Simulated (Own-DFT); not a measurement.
# What a defect does to the pressure of its cell: C40 NbSi2

Source: density functional calculations with Own-DFT, an unreviewed in-house program that is no longer used. Nothing was measured or relaxed, and spin and spin-orbit coupling are left out.

Common settings: PBE; PseudoDojo norm-conserving scalar-relativistic files; cutoff 42 hartree; 4 x 4 x 5 k mesh centred on Gamma; cold (Marzari-Vanderbilt) smearing of 0.2 eV.

Keep in mind: forces on such cells failed a check on a denser k mesh; stress not checked against mesh or cutoff.

All runs share one cell, with vectors in Å (0.000, 8.324, 0.000); (-9.613, 0.000, 0.000); (0.000, 0.000, 6.586) and a volume of 527.0 Å³. The atoms are randomly displaced, by u rms on each axis. The defect's site can differ from row to row.

| cell | formula | u (Å) | P (GPa) |
|---|---|---|---|
| no defect | Nb12Si24 | 0.0212 | 1.53 |
| no defect | Nb12Si24 | 0.0524 | 3.00 |
| no defect | Nb12Si24 | 0.0573 | 3.26 |
| two Si on a Nb site each | Nb10Si26 | 0.0276 | 1.62 |
| two Si on a Nb site each | Nb10Si26 | 0.0331 | 1.44 |
| two Si on a Nb site each | Nb10Si26 | 0.0525 | 2.72 |
| one Si vacancy | Nb12Si23 | 0.0304 | 0.97 |
| one Si vacancy | Nb12Si23 | 0.0310 | 0.99 |
| one Si vacancy | Nb12Si23 | 0.0460 | ? |
| one Si vacancy | Nb12Si23 | 0.0541 | 2.19 |
| two Nb vacancies | Nb10Si24 | 0.0264 | -0.45 |
| two Nb vacancies | Nb10Si24 | 0.0310 | 0.00 |
| two Nb vacancies | Nb10Si24 | 0.0481 | 1.02 |
| two Nb on a Si site each | Nb14Si22 | 0.0284 | 7.48 |
| two Nb on a Si site each | Nb14Si22 | 0.0296 | 7.63 |
| two Nb on a Si site each | Nb14Si22 | 0.0471 | 8.00 |

## Working it out

P = P0 + c u² + a shift for each defect gives P0 = 1.27 GPa, c = 617 ± 53 GPa/Å² and a scatter of 0.18 GPa. The shifts, and each times the cell's volume:

- two Nb on a Si site each: 5.64 ± 0.16 GPa, 18.5 eV (9.3 eV for each of its 2 sites)
- two Si on a Nb site each: -0.29 ± 0.15 GPa, -1.0 eV (-0.5 eV for each of its 2 sites) (not resolved)
- one Si vacancy: -0.87 ± 0.15 GPa, -2.9 eV
- two Nb vacancies: -1.89 ± 0.16 GPa, -6.2 eV (-3.1 eV for each of its 2 sites)

Against the defect-free cell, a freed cell would be larger where the shift is positive and smaller where it is negative (160.2 GPa Å³ is 1 eV). The atoms around the defects weren't relaxed, which would change these numbers.

## Check

Asked: what pressure belongs in the blank (one Si vacancy, u = 0.0460 Å)?

From the fit: 1.70 ± 0.21 GPa. Computed: 1.64 GPa.
